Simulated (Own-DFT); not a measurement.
## Calculated data, HfO2 (monoclinic hafnia, atoms displaced)

A calculation, not a measurement: plane-wave PBE density functional theory by an unreviewed code, no spin, of a simulated periodic cell, stress positive in tension, free energy of the whole cell less one offset for each atom, hafnium file: forces about 75 meV/angstrom off all-electron values; oxygen file: force components 24 meV/angstrom off all-electron in one glass; forces on such cells passed a denser k mesh, this cell's mesh not checked; offsets are fitted by least squares, one for each functional and potential file, so energies compare only between cells with the same atoms and settings and are not formation energies; the far tail of each file's local potential was reset to the Coulomb form; each entry is a single point on an unrelaxed cell, so the pressure reflects the starting lattice, mostly measured values, from which strain is counted, and rises with the displacements; printed positions are rounded, which can move forces by about a meV/angstrom; the program is a retired in-house code; no spin-orbit coupling; before rounding, a Quantum ESPRESSO 7.3.1 run of the same cell and cutoff gave forces within 1 meV/angstrom rms on each cell, which checks the program and not the settings. Program: Own-DFT development build.

Common to all runs: functional PBE; potential files PseudoDojo norm-conserving, scalar-relativistic, standard set; wave cutoff 72 hartree; occupations Fermi-Dirac; smearing width 0.1 eV; k mesh 2 x 2 x 2 centred on Gamma.

(1) 
```cif
# cell vector a (Å): 10.2340 0.0000 0.0000
# cell vector b (Å): 0.0000 10.3500 0.0000
# cell vector c (Å): -1.6955 0.0000 10.4453
data_HfO2
_symmetry_space_group_name_H-M 'P 1'
_symmetry_Int_Tables_number 1
_cell_length_a 10.2340
_cell_length_b 10.3500
_cell_length_c 10.5820
_cell_angle_alpha 90.000
_cell_angle_beta 99.220
_cell_angle_gamma 90.000
_cell_volume 1106.39
loop_
_atom_site_label
_atom_site_type_symbol
_atom_site_fract_x
_atom_site_fract_y
_atom_site_fract_z
_atom_site_occupancy
Hf1 Hf 0.14350 0.02728 0.11240 1
Hf2 Hf 0.35557 0.25673 0.13531 1
Hf3 Hf 0.37011 0.47776 0.39875 1
Hf4 Hf 0.13926 0.22676 0.37406 1
O1 O 0.04128 0.15522 0.18084 1
O2 O 0.46334 0.41438 0.06578 1
O3 O 0.46624 0.32933 0.32561 1
O4 O 0.03248 0.08933 0.41584 1
O5 O 0.20762 0.37563 0.23704 1
O6 O 0.27238 0.13284 0.02294 1
O7 O 0.27629 0.13875 0.25351 1
O8 O 0.22555 0.37222 0.50022 1
Hf5 Hf 0.13647 0.03263 0.59866 1
Hf6 Hf 0.35933 0.28522 0.64777 1
Hf7 Hf 0.35719 0.48561 0.89308 1
Hf8 Hf 0.13566 0.23548 0.84925 1
O9 O 0.03285 0.16313 0.67413 1
O10 O 0.47264 0.42623 0.59155 1
O11 O 0.45770 0.32598 0.82073 1
O12 O 0.04060 0.08822 0.92846 1
O13 O 0.21257 0.36730 0.73352 1
O14 O 0.27066 0.12442 0.50002 1
O15 O 0.29290 0.11734 0.75678 1
O16 O 0.21694 0.36618 0.99552 1
Hf9 Hf 0.14481 0.52256 0.09904 1
Hf10 Hf 0.36646 0.76730 0.14135 1
Hf11 Hf 0.35359 0.98221 0.39200 1
Hf12 Hf 0.13680 0.71949 0.36066 1
O17 O 0.03865 0.66754 0.18155 1
O18 O 0.45903 0.91485 0.06711 1
O19 O 0.45295 0.83431 0.34383 1
O20 O 0.03908 0.58495 0.43203 1
O21 O 0.22685 0.88804 0.23294 1
O22 O 0.27960 0.64497 0.02049 1
O23 O 0.27297 0.61566 0.26548 1
O24 O 0.22955 0.87242 0.48630 1
Hf13 Hf 0.14145 0.50542 0.61196 1
Hf14 Hf 0.36006 0.76470 0.65321 1
Hf15 Hf 0.36471 0.98039 0.90116 1
Hf16 Hf 0.13545 0.73776 0.84995 1
O25 O 0.03095 0.65278 0.67362 1
O26 O 0.45756 0.91254 0.57357 1
O27 O 0.45488 0.82950 0.81572 1
O28 O 0.04178 0.58399 0.92524 1
O29 O 0.24080 0.86825 0.76348 1
O30 O 0.27098 0.63562 0.51219 1
O31 O 0.27757 0.61618 0.75040 1
O32 O 0.22718 0.87072 0.98357 1
Hf17 Hf 0.64065 0.01713 0.11668 1
Hf18 Hf 0.86233 0.27417 0.14091 1
Hf19 Hf 0.86779 0.48085 0.39710 1
Hf20 Hf 0.64252 0.22556 0.36546 1
O33 O 0.55145 0.17524 0.16425 1
O34 O 0.96440 0.40243 0.08084 1
O35 O 0.96365 0.33244 0.33642 1
O36 O 0.55325 0.07934 0.42402 1
O37 O 0.72168 0.38015 0.23018 1
O38 O 0.77221 0.13672 0.00921 1
O39 O 0.77485 0.11887 0.25386 1
O40 O 0.73205 0.36386 0.50264 1
Hf21 Hf 0.63570 0.02139 0.60431 1
Hf22 Hf 0.85458 0.26882 0.63960 1
Hf23 Hf 0.86346 0.49051 0.90222 1
Hf24 Hf 0.64643 0.22915 0.84881 1
O41 O 0.52315 0.17042 0.67205 1
O42 O 0.95937 0.42142 0.57014 1
O43 O 0.94809 0.33091 0.81370 1
O44 O 0.54203 0.10227 0.92341 1
O45 O 0.73265 0.37098 0.75005 1
O46 O 0.78002 0.14115 0.51696 1
O47 O 0.77897 0.13089 0.75062 1
O48 O 0.72694 0.36314 0.98502 1
Hf25 Hf 0.63752 0.51623 0.12317 1
Hf26 Hf 0.86576 0.77068 0.14818 1
Hf27 Hf 0.86638 0.99043 0.41192 1
Hf28 Hf 0.62480 0.73924 0.35021 1
O49 O 0.52272 0.68195 0.16382 1
O50 O 0.95563 0.91879 0.07740 1
O51 O 0.95895 0.83614 0.33241 1
O52 O 0.54411 0.58311 0.42156 1
O53 O 0.72767 0.87614 0.23322 1
O54 O 0.77820 0.62929 0.01056 1
O55 O 0.79204 0.62480 0.25340 1
O56 O 0.72901 0.87083 0.49506 1
Hf29 Hf 0.63846 0.53036 0.60424 1
Hf30 Hf 0.85991 0.76704 0.64864 1
Hf31 Hf 0.86878 0.97822 0.91016 1
Hf32 Hf 0.62809 0.73190 0.85210 1
O57 O 0.53709 0.65979 0.67739 1
O58 O 0.96193 0.90567 0.57632 1
O59 O 0.97812 0.82936 0.84174 1
O60 O 0.53313 0.58967 0.93011 1
O61 O 0.72797 0.87842 0.74595 1
O62 O 0.77060 0.63217 0.50636 1
O63 O 0.78140 0.64100 0.76426 1
O64 O 0.72915 0.86204 0.99172 1
_calc_free_energy_of_cell_above_offsets '-84.695'  # eV
_calc_pressure 8.77  # GPa
_calc_stress_xx -8.42  # GPa
_calc_stress_yy -8.92  # GPa
_calc_stress_zz -8.97  # GPa
_calc_stress_yz 1  # GPa
_calc_stress_xz -0.99  # GPa
_calc_stress_xy -1.06  # GPa
```

Force:
| element | x (eV/Å) | y (eV/Å) | z (eV/Å) |
| --- | --- | --- | --- |
| Hf | -1.15 | -1.417 | -1.306 |
| Hf | 2.676 | 4.496 | 2.869 |
| Hf | -0.912 | -0.104 | -0.995 |
| Hf | 0.901 | 3.615 | -5.843 |
| O | -1.949 | 1.654 | 0.719 |
| O | -0.449 | 0.308 | 1.006 |
| O | -0.231 | 0.712 | 0.951 |
| O | -0.967 | -1.657 | 2.275 |
| O | 1.273 | 0.398 | 0.757 |
| O | 0.411 | -2.464 | -3.824 |
| O | 0.329 | -2.071 | 2.502 |
| O | 0.625 | 0.026 | -1.17 |
| Hf | 0.789 | -3.043 | 1.771 |
| Hf | 2.583 | -3.405 | 0.746 |
| Hf | 2.589 | -1.227 | 1.327 |
| Hf | -2.086 | -1.263 | 1.062 |
| O | 0.851 | -0.249 | -0.776 |
| O | -0.913 | -0.024 | -1.722 |
| O | -1.098 | 2.727 | 1.354 |
| O | -0.295 | 0.027 | -0.599 |
| O | 0.12 | 0.523 | 1.73 |
| O | 0.382 | 0.852 | 1.609 |
| O | -2.337 | 0.409 | -0.365 |
| O | 0.648 | 1.011 | -1.619 |
| Hf | -1.333 | -0.481 | 2.492 |
| Hf | -4.903 | 4.212 | 1.02 |
| Hf | 0.289 | -0.25 | 0.516 |
| Hf | -0.24 | 1.974 | -0.461 |
| O | 0.403 | -0.775 | -1.04 |
| O | 1.713 | 0.515 | 1.884 |
| O | 2.079 | -1.536 | -1.375 |
| O | -0.807 | -0.854 | -0.403 |
| O | 0.146 | -0.386 | 1.121 |
| O | -0.707 | -3.523 | -2.605 |
| O | 1.1 | -0.003 | -0.04 |
| O | -1.483 | 0.399 | 0.339 |
| Hf | -2.148 | 3.968 | -1.92 |
| Hf | -0.278 | 1.398 | -2.916 |
| Hf | 0.449 | 0.573 | -1.57 |
| Hf | 1.306 | -1.317 | 0.751 |
| O | -0.047 | 0.926 | 0.476 |
| O | 1.461 | 0.991 | 0.49 |
| O | 2.615 | 0.847 | 2.774 |
| O | -0.238 | -0.846 | 0.232 |
| O | -1.822 | 1.511 | -3.746 |
| O | 0.843 | -1.8 | -0.063 |
| O | -0.226 | -1.242 | 1.591 |
| O | -0.543 | 1.008 | 1.305 |
| Hf | 0.625 | 1.463 | -3.185 |
| Hf | -0.874 | -2.538 | 0.93 |
| Hf | -0.225 | 0.604 | -0.186 |
| Hf | 0.282 | 1.65 | -2.867 |
| O | -2.112 | 0.041 | 0.993 |
| O | 2.323 | 3.178 | -1.457 |
| O | -0.027 | -0.391 | -0.376 |
| O | -1.954 | -1.02 | -0.566 |
| O | 0.426 | -0.852 | 2.308 |
| O | 1.285 | -1.956 | 0.131 |
| O | 0.345 | -0.054 | 2.423 |
| O | -1.771 | 1.749 | -2.486 |
| Hf | -1.145 | -0.472 | 1.743 |
| Hf | 1.185 | 2.756 | 3.097 |
| Hf | -0.749 | -1.689 | -0.654 |
| Hf | -0.658 | 0.522 | 0.457 |
| O | 1.564 | -1.255 | -1.419 |
| O | 0.972 | -0.668 | 1.305 |
| O | 3.56 | 0.408 | 2.489 |
| O | -2.294 | -3.206 | 0.854 |
| O | -1.411 | 3.44 | -2.102 |
| O | -0.163 | -3.876 | -2.465 |
| O | -0.755 | -2.244 | 0.795 |
| O | -0.288 | 2.156 | 1.102 |
| Hf | 0.073 | 1.314 | -4.376 |
| Hf | -0.14 | -0.279 | 0.037 |
| Hf | -0.905 | -2.916 | -2.916 |
| Hf | 2.126 | 0.788 | 0.868 |
| O | 5.083 | -3.174 | 1.984 |
| O | 2.045 | 0.709 | 0.965 |
| O | 0.74 | 0.331 | 0.336 |
| O | -1.219 | -0.561 | -0.776 |
| O | -1.604 | -0.258 | 1.655 |
| O | -0.379 | -1.048 | 0.187 |
| O | -2.403 | -1.077 | 1.239 |
| O | -1.128 | 0.465 | -0.66 |
| Hf | 2.126 | -1.814 | 1.054 |
| Hf | 0.421 | -0.234 | -0.209 |
| Hf | -0.772 | 0.671 | -1.705 |
| Hf | 1.634 | 0.255 | 1.583 |
| O | -0.917 | 0.954 | -0.293 |
| O | 2.443 | 2.307 | 0.637 |
| O | -2.597 | 1.648 | -1.065 |
| O | -0.788 | -0.62 | -0.396 |
| O | -0.072 | 1.07 | -0.575 |
| O | 0.308 | 0.174 | 0.21 |
| O | -0.651 | -2.542 | 0.364 |
| O | -0.983 | 0.949 | -0.323 |

(2) 
```cif
# cell vector a (Å): 10.2340 0.0000 0.0000
# cell vector b (Å): 0.0000 10.3500 0.0000
# cell vector c (Å): -1.6955 0.0000 10.4453
data_HfO2
_symmetry_space_group_name_H-M 'P 1'
_symmetry_Int_Tables_number 1
_cell_length_a 10.2340
_cell_length_b 10.3500
_cell_length_c 10.5820
_cell_angle_alpha 90.000
_cell_angle_beta 99.220
_cell_angle_gamma 90.000
_cell_volume 1106.39
loop_
_atom_site_label
_atom_site_type_symbol
_atom_site_fract_x
_atom_site_fract_y
_atom_site_fract_z
_atom_site_occupancy
Hf1 Hf 0.13726 0.01428 0.09910 1
Hf2 Hf 0.35722 0.26362 0.14610 1
Hf3 Hf 0.35200 0.47994 0.40428 1
Hf4 Hf 0.12947 0.22689 0.35036 1
O1 O 0.03864 0.16144 0.17375 1
O2 O 0.46654 0.42172 0.07789 1
O3 O 0.46206 0.33580 0.32400 1
O4 O 0.03977 0.08269 0.42085 1
O5 O 0.21924 0.38025 0.24049 1
O6 O 0.28240 0.12643 0.00627 1
O7 O 0.27526 0.11940 0.25769 1
O8 O 0.22404 0.36817 0.48896 1
Hf5 Hf 0.13255 0.01311 0.60404 1
Hf6 Hf 0.36563 0.26566 0.65086 1
Hf7 Hf 0.36229 0.47717 0.90379 1
Hf8 Hf 0.14179 0.22949 0.85509 1
O9 O 0.04219 0.16906 0.67816 1
O10 O 0.46645 0.40983 0.57154 1
O11 O 0.46789 0.33536 0.82667 1
O12 O 0.03238 0.07802 0.92095 1
O13 O 0.21509 0.37112 0.74043 1
O14 O 0.26731 0.13555 0.51175 1
O15 O 0.26731 0.12503 0.75921 1
O16 O 0.22248 0.36650 0.98747 1
Hf9 Hf 0.14419 0.51441 0.10268 1
Hf10 Hf 0.36494 0.75872 0.14441 1
Hf11 Hf 0.36622 0.97513 0.39923 1
Hf12 Hf 0.14496 0.72121 0.35959 1
O17 O 0.03430 0.66293 0.17518 1
O18 O 0.46478 0.90515 0.08617 1
O19 O 0.46097 0.82328 0.32754 1
O20 O 0.04238 0.58957 0.42728 1
O21 O 0.22377 0.87379 0.24021 1
O22 O 0.27323 0.63821 0.00941 1
O23 O 0.27812 0.62016 0.26173 1
O24 O 0.22596 0.87567 0.48215 1
Hf13 Hf 0.13317 0.51500 0.59813 1
Hf14 Hf 0.35965 0.76916 0.65397 1
Hf15 Hf 0.36899 0.99184 0.89295 1
Hf16 Hf 0.14524 0.72541 0.84567 1
O25 O 0.03937 0.66331 0.67440 1
O26 O 0.45734 0.91500 0.57486 1
O27 O 0.45970 0.82814 0.83212 1
O28 O 0.03285 0.57424 0.91853 1
O29 O 0.22557 0.87751 0.74361 1
O30 O 0.27757 0.62457 0.50691 1
O31 O 0.27114 0.61559 0.75948 1
O32 O 0.21919 0.86579 0.99108 1
Hf17 Hf 0.64521 0.01348 0.10235 1
Hf18 Hf 0.86044 0.26887 0.13961 1
Hf19 Hf 0.85908 0.47827 0.39854 1
Hf20 Hf 0.64486 0.23496 0.34957 1
O33 O 0.53956 0.16554 0.17176 1
O34 O 0.96214 0.41552 0.07020 1
O35 O 0.96475 0.33049 0.32614 1
O36 O 0.53792 0.08617 0.42237 1
O37 O 0.72959 0.37806 0.24258 1
O38 O 0.77819 0.11954 0.00643 1
O39 O 0.77505 0.12588 0.25597 1
O40 O 0.72620 0.36473 0.48447 1
Hf21 Hf 0.64478 0.01820 0.61344 1
Hf22 Hf 0.86366 0.26692 0.66269 1
Hf23 Hf 0.85953 0.48064 0.89426 1
Hf24 Hf 0.64312 0.22291 0.85297 1
O41 O 0.54031 0.15860 0.67297 1
O42 O 0.96457 0.41215 0.58270 1
O43 O 0.95630 0.33105 0.82975 1
O44 O 0.53875 0.08283 0.92802 1
O45 O 0.72454 0.37674 0.74132 1
O46 O 0.77087 0.13220 0.50262 1
O47 O 0.77127 0.12236 0.75874 1
O48 O 0.72703 0.37916 0.99546 1
Hf25 Hf 0.63793 0.51337 0.11549 1
Hf26 Hf 0.86157 0.77337 0.14646 1
Hf27 Hf 0.85700 0.97411 0.39793 1
Hf28 Hf 0.64343 0.73504 0.35463 1
O49 O 0.53502 0.66806 0.16898 1
O50 O 0.96519 0.91457 0.08545 1
O51 O 0.95208 0.83712 0.32131 1
O52 O 0.54206 0.58757 0.42252 1
O53 O 0.72029 0.87639 0.23446 1
O54 O 0.77494 0.62990 0.01257 1
O55 O 0.78031 0.62078 0.25270 1
O56 O 0.71736 0.88121 0.49594 1
Hf29 Hf 0.62747 0.50811 0.60802 1
Hf30 Hf 0.86381 0.77986 0.64796 1
Hf31 Hf 0.86209 0.97793 0.89064 1
Hf32 Hf 0.62589 0.72438 0.84430 1
O57 O 0.52268 0.67504 0.66983 1
O58 O 0.96566 0.91887 0.57529 1
O59 O 0.96759 0.84356 0.83135 1
O60 O 0.53013 0.57525 0.92488 1
O61 O 0.72477 0.87356 0.75026 1
O62 O 0.77034 0.63002 0.51752 1
O63 O 0.77526 0.61914 0.76701 1
O64 O 0.72422 0.86210 0.00192 1
_calc_free_energy_of_cell_above_offsets '-91.641'  # eV
_calc_pressure 5.82  # GPa
_calc_stress_xx -6.48  # GPa
_calc_stress_yy -5.46  # GPa
_calc_stress_zz -5.51  # GPa
_calc_stress_yz -0.16  # GPa
_calc_stress_xz -0.28  # GPa
_calc_stress_xy 0.04  # GPa
```

Force:
| element | x (eV/Å) | y (eV/Å) | z (eV/Å) |
| --- | --- | --- | --- |
| Hf | 0.51 | -1.292 | 1.251 |
| Hf | 1.447 | 0.225 | 1.806 |
| Hf | 2.432 | -0.718 | -2.955 |
| Hf | 1.714 | -0.464 | 0.391 |
| O | -1.057 | 0.697 | -0.901 |
| O | -1.775 | -1.6 | 0.518 |
| O | 0.08 | 0.131 | 0.075 |
| O | -1.942 | -1.443 | 0.576 |
| O | 0.267 | -0.215 | -0.192 |
| O | -0.383 | 0.035 | -0.214 |
| O | 0.262 | 0.161 | -0.11 |
| O | -0.31 | 0.645 | 0.641 |
| Hf | 2.187 | 2.459 | -0.711 |
| Hf | -1.417 | -0.133 | -1.093 |
| Hf | 0.381 | 0.139 | -1.018 |
| Hf | -1.278 | -0.36 | 0.042 |
| O | -1.47 | -0.591 | -0.719 |
| O | -0.78 | -0.608 | 0.831 |
| O | 0.226 | -0.724 | -0.147 |
| O | 0.524 | 0.97 | -0.262 |
| O | 1.079 | 0.606 | -0.229 |
| O | 0.834 | -0.757 | 0.63 |
| O | 1.847 | -1.09 | 0.322 |
| O | 0.263 | 0.386 | 0.999 |
| Hf | -2.479 | 1.65 | 0.098 |
| Hf | -1.115 | 2.706 | 0.83 |
| Hf | 0.436 | 0.828 | -1.897 |
| Hf | 0.06 | 2.854 | -2.998 |
| O | 0.848 | -0.671 | 0.147 |
| O | 1.044 | 2.181 | -1.547 |
| O | 0.714 | 0.505 | 1.034 |
| O | -2.454 | -1.809 | 0.084 |
| O | -0.069 | 0.313 | -0.13 |
| O | -0.149 | -2.751 | -1.073 |
| O | -0.177 | -0.834 | 0.206 |
| O | -1.376 | -1.08 | 1.524 |
| Hf | 0.191 | -0.489 | 1.614 |
| Hf | -1.015 | 1.004 | -2.102 |
| Hf | -1.809 | -2.463 | 1.643 |
| Hf | -1.827 | 0.433 | 2.79 |
| O | -1.424 | 1.08 | -0.778 |
| O | 1.204 | 0.269 | 1.596 |
| O | -0.183 | 0.877 | 0.007 |
| O | 1.388 | 1.113 | -0.23 |
| O | -0.305 | 0.542 | -0.649 |
| O | 0.082 | 0.691 | 1.327 |
| O | 1.072 | -0.374 | -0.274 |
| O | 0.51 | 0.908 | -0.889 |
| Hf | -1.714 | 0.046 | 1.259 |
| Hf | 1.074 | 0.097 | 0.604 |
| Hf | 0.412 | 0.244 | -0.163 |
| Hf | -2.348 | -1.871 | 0.22 |
| O | -0.743 | 0.313 | -0.786 |
| O | 0.839 | -0.542 | 1.227 |
| O | -0.974 | 1.184 | 0.09 |
| O | -0.409 | -0.465 | 0.489 |
| O | 0.032 | 0.115 | -0.033 |
| O | 0.048 | 1.323 | -0.2 |
| O | 0.769 | -1.162 | 0.083 |
| O | -0.181 | 1.811 | 1.568 |
| Hf | -1.404 | 0.153 | -3.387 |
| Hf | 1.296 | 0.22 | -3.525 |
| Hf | -0.229 | 1.415 | 1.54 |
| Hf | -1.193 | 1.905 | 1.419 |
| O | -1.481 | 1.173 | 0.889 |
| O | -0.193 | 0.387 | -0.667 |
| O | 1.267 | -0.959 | 0.564 |
| O | 0.211 | 0.289 | -1.05 |
| O | -0.922 | -0.372 | -0.12 |
| O | 0.762 | -0.676 | 1.872 |
| O | 1.037 | -1.071 | 0.261 |
| O | -0.802 | -2.142 | -0.823 |
| Hf | 1.124 | 2.277 | -1.844 |
| Hf | 0.386 | -2.058 | -0.985 |
| Hf | 0.64 | 2.441 | -1.635 |
| Hf | -1.621 | -1.226 | -0.359 |
| O | 1.328 | -1.011 | 0.656 |
| O | 0.344 | 1.049 | -1.33 |
| O | 1.398 | -0.634 | 1.952 |
| O | -1.013 | -1.198 | 0.553 |
| O | -0.483 | 0.437 | 1.738 |
| O | -0.475 | -0.72 | -0.532 |
| O | -0.661 | -0.637 | 2.247 |
| O | 0.926 | -1.371 | -0.206 |
| Hf | 2.166 | 2.776 | -1.502 |
| Hf | -0.209 | -2.925 | 0.736 |
| Hf | -0.199 | -0.476 | 3.08 |
| Hf | 1.49 | -0.877 | 3.69 |
| O | 2.256 | -2.474 | -0.16 |
| O | -1.222 | -0.925 | 0.203 |
| O | 0.995 | -1.83 | -1.659 |
| O | 0.822 | 1.079 | -0.815 |
| O | -0.152 | 0.799 | -1.21 |
| O | 1.106 | 0.466 | -0.079 |
| O | -0.708 | 0.599 | -1.451 |
| O | -0.2 | 1.082 | -2.282 |
